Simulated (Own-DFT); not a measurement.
# Biaxial strain at fixed height in wurtzite AlGaN with randomly placed atoms, 72 atoms (Al9Ga27N36)

No measurement is shown. These are fixed-geometry runs of a retired plane-wave code named Own-DFT, which no person has reviewed; spin and spin-orbit coupling are neglected.

All runs used: PBE; PseudoDojo norm-conserving scalar-relativistic files; cutoff 42 hartree; 4 x 4 x 3 k mesh centred on Gamma; Fermi-Dirac smearing of 0.1 eV.

Caveats: forces on such cells passed a denser k mesh, each cell not checked; stress not checked against mesh or cutoff.

Unstrained cell vectors in Å: (9.509, 0.000, 0.000); (-4.755, 8.235, 0.000); (0.000, 0.000, 10.268). The unstrained cell has measured lattice constants (interpolated for alloys), not those of this functional. That, the random moves and any unrelaxed bonds set the pressure at no strain. Each run strains x and y alike by e, as a substrate would, and holds the height along z. Each coordinate of each atom was shifted by a normal deviate of width 0.05 Å. The random placing of the alloy's atoms differs from row to row. Stress is positive in tension.

```
e (%)  u (Å)  (s_xx + s_yy)/2 (GPa)  s_zz (GPa)
-2.75  0.048                 -25.02      -11.64
-1.75  0.048                 -17.27      -11.46
-1.50  0.048                 -15.39      -11.37
 0.25  0.048                  -6.77       -4.65
 0.50  0.051                  -5.19       -6.58
 0.75  0.049                  -3.31       -6.47
 1.75  0.057                   1.21       -5.53
 2.00  0.053                   2.72       -5.94
 2.50  0.052                      ?           ?
 2.75  0.053                   5.69       -5.47
```

## What the rows give

With e as a fraction, the in-plane stress is -7.4 + 545 e - 2605 e² GPa (errors 11 and 730, scatter 0.59), and s_zz is -8.0 + 138 e GPa (slope ± 27, scatter 1.45). At e = 0 the first slope is C11 + C12 and the second 2 C13, both with the ions held to the strained lattice and at the cell's own pressure. The term in e² is negative: the layer stiffens under compression and softens under tension. A free layer would change its height as e changes, and the in-plane slope would drop by 2 C13²/C33 to the biaxial modulus. At fixed height, a misfit of 1 % moves the in-plane stress by about 5.5 GPa and s_zz by 1.4 GPa.

## The run left out

Asked: what are the two stresses at e = 2.50 %?

The fitted form gives 4.6 and -4.5 GPa. DFT gave 4.77 and -4.64 GPa.
